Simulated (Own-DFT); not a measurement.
# One host, several defects: 3C SiC

Calculated, not measured: single-point runs of Own-DFT, a retired in-house plane-wave DFT program that no person has reviewed, on unrelaxed cells, without spin or spin-orbit coupling.

Settings: PBE; PseudoDojo norm-conserving scalar-relativistic files; cutoff 42 hartree; 4 x 4 x 4 k mesh centred on Gamma; Fermi-Dirac smearing of 0.1 eV.

Limits (not all hold for every row): a neutral cation vacancy leaves holes that likely carry spin, which these runs leave out; some atoms lie very close together; not probed for a lower state with spin; forces on such cells failed a check on a denser k mesh; forces on such cells passed a denser k mesh, each cell not checked; stress not checked against mesh or cutoff.

All runs share one cell, with vectors in Å (8.719, 0.000, 0.000); (0.000, 8.719, 0.000); (0.000, 0.000, 8.719) and a volume of 662.9 Å³. u is the rms random offset of the atoms per axis. The defect's site can differ from row to row.

| cell | formula | u (Å) | P (GPa) |
|---|---|---|---|
| no defect | C32Si32 | 0.0314 | 3.83 |
| no defect | C32Si32 | 0.0574 | 6.36 |
| no defect | C32Si32 | 0.0577 | 6.18 |
| two Al on a Si site each | Al2C32Si30 | 0.0304 | 6.07 |
| two Al on a Si site each | Al2C32Si30 | 0.0467 | 7.01 |
| two Al on a Si site each | Al2C32Si30 | 0.0483 | 7.38 |
| one Si vacancy | C32Si31 | 0.0285 | 3.08 |
| one Si vacancy | C32Si31 | 0.0460 | 3.86 |
| one Si vacancy | C32Si31 | 0.0498 | 4.38 |
| one Si on a C site | C31Si33 | 0.0313 | 10.75 |
| one Si on a C site | C31Si33 | 0.0491 | 12.53 |
| one Si on a C site | C31Si33 | 0.0532 | 12.70 |
| two N on a C site each | C30N2Si32 | 0.0270 | 1.97 |
| two N on a C site each | C30N2Si32 | 0.0297 | ? |
| two N on a C site each | C30N2Si32 | 0.0489 | 3.68 |
| two N on a C site each | C30N2Si32 | 0.0493 | 3.21 |

## Working it out

P = P0 + c u² + a shift for each defect gives P0 = 3.04 GPa, c = 954 ± 69 GPa/Å² and a scatter of 0.22 GPa. The shifts, and each times the cell's volume:

- one Si on a C site: 6.98 ± 0.18 GPa, 28.9 eV
- two Al on a Si site each: 2.05 ± 0.19 GPa, 8.5 eV (4.2 eV for each of its 2 sites)
- one Si vacancy: -0.99 ± 0.19 GPa, -4.1 eV
- two N on a C site each: -1.85 ± 0.19 GPa, -7.6 eV (-3.8 eV for each of its 2 sites)

A positive shift means that the defect pushes the cell outwards. Shift times volume (160.2 GPa Å³ is 1 eV) depends little on the cell's size, so, taken for each site, it can be compared between cells at like pressure. The atoms around the defects weren't relaxed, which would change these numbers.

## The run left out

Q: what pressure belongs in the blank (two N on a C site each, u = 0.0297 Å)?

Estimate: 2.03 ± 0.26 GPa. The hidden result is 2.12 GPa.
